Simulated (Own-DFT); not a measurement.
## Calculated data, Si₃N₄ (beta silicon nitride, atoms displaced)

Computed with Own-DFT development build. A calculation, not a measurement: plane-wave PBE density functional theory by an unreviewed code, no spin, of a simulated periodic cell, stress positive in tension, free energy of the whole cell less one offset for each atom, some atoms lie very close together; forces on such cells passed a denser k mesh, this cell's mesh not checked; offsets are fitted by least squares, one for each functional and potential file, so energies compare only between cells with the same atoms and settings and are not formation energies; the far tail of each file's local potential was reset to the Coulomb form; each entry is a single point on an unrelaxed cell, so the pressure reflects the starting lattice, mostly measured values (interpolated for alloys), from which strain is counted, and rises with the displacements; printed positions are rounded, which can move forces by about a meV/angstrom; the program, named Own-DFT, is a retired in-house code; no spin-orbit coupling; before rounding, a Quantum ESPRESSO 7.3.1 run of the same cell and cutoff gave forces within 1 meV/angstrom rms on each cell, which checks the program and not the settings.

Entry: Si₃N₄ (beta silicon nitride, atoms displaced)

```
Si3N4
1.0
      7.6060     0.0000     0.0000
     -3.8030     6.5870     0.0000
      0.0000     0.0000     8.7270
Si N Si N Si N
6 8 6 8 6 8
Direct
  0.19971 0.73804 0.11387
  0.23223 0.41515 0.07630
  0.58417 0.80039 0.05225
  0.83079 0.21882 0.26663
  0.76028 0.62069 0.22737
  0.40413 0.18778 0.24744
  0.34887 0.02856 0.08161
  0.97480 0.31003 0.07683
  0.70279 0.67270 0.06969
  0.69632 0.97749 0.26463
  0.98968 0.67144 0.24053
  0.30902 0.32018 0.22066
  0.30545 0.66285 0.07359
  0.66620 0.30428 0.28280
  0.14337 0.73454 0.43631
  0.24005 0.40991 0.40022
  0.58752 0.81579 0.41124
  0.80291 0.22572 0.57636
  0.74193 0.57506 0.59827
  0.40828 0.15084 0.58248
  0.32126 0.01870 0.41656
  0.95292 0.31137 0.43039
  0.69993 0.64984 0.39559
  0.64174 0.96288 0.57987
  0.01473 0.70067 0.62035
  0.26289 0.31752 0.58013
  0.32677 0.67295 0.42874
  0.68734 0.33609 0.59608
  0.18899 0.75667 0.74692
  0.25407 0.42968 0.75765
  0.57634 0.83472 0.74712
  0.82106 0.24117 0.91393
  0.77367 0.59608 0.89638
  0.39852 0.15232 0.92754
  0.33094 0.02113 0.75764
  0.99264 0.35034 0.75481
  0.77688 0.68968 0.74932
  0.72455 0.98538 0.92569
  0.02274 0.70666 0.92585
  0.30159 0.32837 0.91851
  0.31053 0.66438 0.76821
  0.67654 0.32901 0.90097
```

* functional: PBE
* potential files: PseudoDojo norm-conserving, scalar-relativistic, standard set
* wave cutoff: 42 hartree
* occupations: Fermi-Dirac
* smearing width: 0.1 eV
* k mesh: 3 x 3 x 3 centred on Gamma
* free energy of cell above offsets: 26.283 eV
* pressure: 23.71 GPa
* stress xx: -35.35 GPa
* stress yy: -17.63 GPa
* stress zz: -18.13 GPa
* stress yz: 0.57 GPa
* stress xz: 2.9 GPa
* stress xy: 18.37 GPa

Force:
| element | x (eV/Å) | y (eV/Å) | z (eV/Å) |
| --- | --- | --- | --- |
| Si | -44.06 | 19.26 | 7.185 |
| Si | -0.802 | -4.552 | -1.841 |
| Si | -1.056 | 4.125 | 3.726 |
| Si | -1.804 | 3.772 | -4.233 |
| Si | 3.574 | -5.84 | 2.934 |
| Si | 10.08 | -6.609 | 1.689 |
| N | -0.018 | -3.427 | 4.937 |
| N | -0.166 | -0.647 | 3.118 |
| N | -2.412 | -1.052 | -4.484 |
| N | -0.351 | -6.335 | -2.472 |
| N | 8.852 | 3.211 | 2.501 |
| N | -7.964 | 6.103 | 2.905 |
| N | 40.82 | -14.8 | -10.03 |
| N | -4.478 | 2.191 | -2.643 |
| Si | -3.814 | 2.429 | -0.97 |
| Si | -1.603 | -1.569 | 3.132 |
| Si | 1.483 | 0.617 | -0.044 |
| Si | 8.765 | -1.776 | 3.915 |
| Si | 3.377 | -0.81 | -8.419 |
| Si | -1.796 | 2.119 | 0.626 |
| N | -1.079 | -0.983 | -0.558 |
| N | 6.147 | 2.073 | -3.121 |
| N | -5.136 | 2.005 | 7.582 |
| N | 0.901 | -0.275 | 0.181 |
| N | 1.442 | -0.483 | -8.357 |
| N | 4.351 | 0.252 | 0.052 |
| N | 1.962 | -2.588 | -2.02 |
| N | -10.85 | 0.421 | 0.426 |
| Si | -17.25 | 6.252 | 4.313 |
| Si | -1.839 | -7.075 | -2.036 |
| Si | 2.505 | 1.074 | 1.715 |
| Si | 6.952 | 1.631 | -0.204 |
| Si | 5.367 | -5.256 | 11.67 |
| Si | 0.263 | 3.956 | -3.958 |
| N | 1.085 | 0.208 | -1.499 |
| N | -1.269 | -3.653 | -0.477 |
| N | -12.08 | 8.006 | -4.37 |
| N | -2.587 | -3.27 | -3.316 |
| N | 4.543 | 0.991 | 0.701 |
| N | 1.262 | 0.828 | -0.612 |
| N | 16.82 | -1.552 | 1.229 |
| N | -8.141 | 1.033 | 1.121 |
